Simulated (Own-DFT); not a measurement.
# Which way do the neighbours of a vacancy move? hexagonal WC, 63 atoms (C32W31), with one W vacancy

Calculated results; nothing here was measured. They come from Own-DFT, an in-house plane-wave density functional program, since retired, whose code no person has reviewed. Each row is one single-point run on a periodic cell that was not relaxed, without spin or spin-orbit coupling.

Settings of every run: PBE; PseudoDojo norm-conserving scalar-relativistic files; cutoff 50 hartree; 4 x 4 x 4 k mesh centred on Gamma; cold (Marzari-Vanderbilt) smearing of 0.2 eV.

Known limits: forces on such cells moved up to 12 meV/angstrom on a denser k mesh; stress not checked against mesh or cutoff.

Cell vectors in Å: (5.833, -5.052, -2.839); (0.000, -5.052, 8.518); (-5.833, -5.052, -2.839). Every atom was also moved at random, by a Gaussian of width 0.03 Å on each axis. The defect's site can differ from row to row. The empty site has 6 nearest neighbours, all C. For each, d is its distance from the empty site and R the part of its force along the line away from it, positive outwards. The last column is the rms force component on atoms over 4.5 Å away.

```
run  d1 (Å)  d2 (Å)  d3 (Å)  d4 (Å)  d5 (Å)  d6 (Å)  R1 (eV/Å)  R2 (eV/Å)  R3 (eV/Å)  R4 (eV/Å)  R5 (eV/Å)  R6 (eV/Å)  far F (eV/Å)
  1   2.165   2.176   2.187   2.201   2.226   2.228       1.64       1.33       1.76       1.66       1.13       1.02          0.84
  2   2.180   2.182   2.183   2.198   2.211   2.255       1.82       1.55       1.35       1.51       1.32       1.10          0.85
  3   2.133   2.160   2.202   2.210   2.228   2.234       1.98       1.77       1.29       1.31       1.26       0.90          0.76
  4   2.167   2.173   2.183   2.205   2.212   2.213       1.92       1.48       1.65       1.30       1.24       1.29          0.82
  5   2.203   2.215   2.219   2.222   2.224   2.228       1.23       1.01       1.03       1.10       1.03       1.18          0.73
  6   2.154   2.172   2.175   2.194   2.245   2.251       1.85       1.68       1.61       1.60       1.00       1.16          0.75
  7   2.133   2.150   2.158   2.179   2.183   2.223       2.11       1.79       1.71       1.48       1.23       0.94          0.89
  8   2.135   2.186   2.189   2.199   2.204   2.253       1.81       1.66       1.40       1.51       1.32       0.68          0.66
  9   2.180   2.186   2.190   2.197   2.208   2.235          ?          ?          ?          ?          ?          ?             ?
```

## Worked fit

A straight line through the 48 neighbours shown gives R = 1.41 - 9.2 (d - 2.196) eV/Å, with a scatter of 0.15 left by the moves of the other atoms. The slope, with an error of 0.7, is the pull back towards the neighbour's own site. The constant, 1.41 ± 0.02 eV/Å, is the force at the mean distance: with one bond gone, the neighbours are pushed outwards, away from the empty site. It shows how a relaxation would start, not where it would end, and it depends somewhat on the width of the random moves.

## Withheld run

Question: what mean R should the neighbours of run 9 feel? Their mean d is 2.199 Å.

The line gives 1.38 ± 0.07 eV/Å, by the scatter of the means of the runs shown. The calculation gave R = 1.76, 1.46, 1.45, 1.54, 1.32, 1.22, a mean of 1.46 eV/Å.
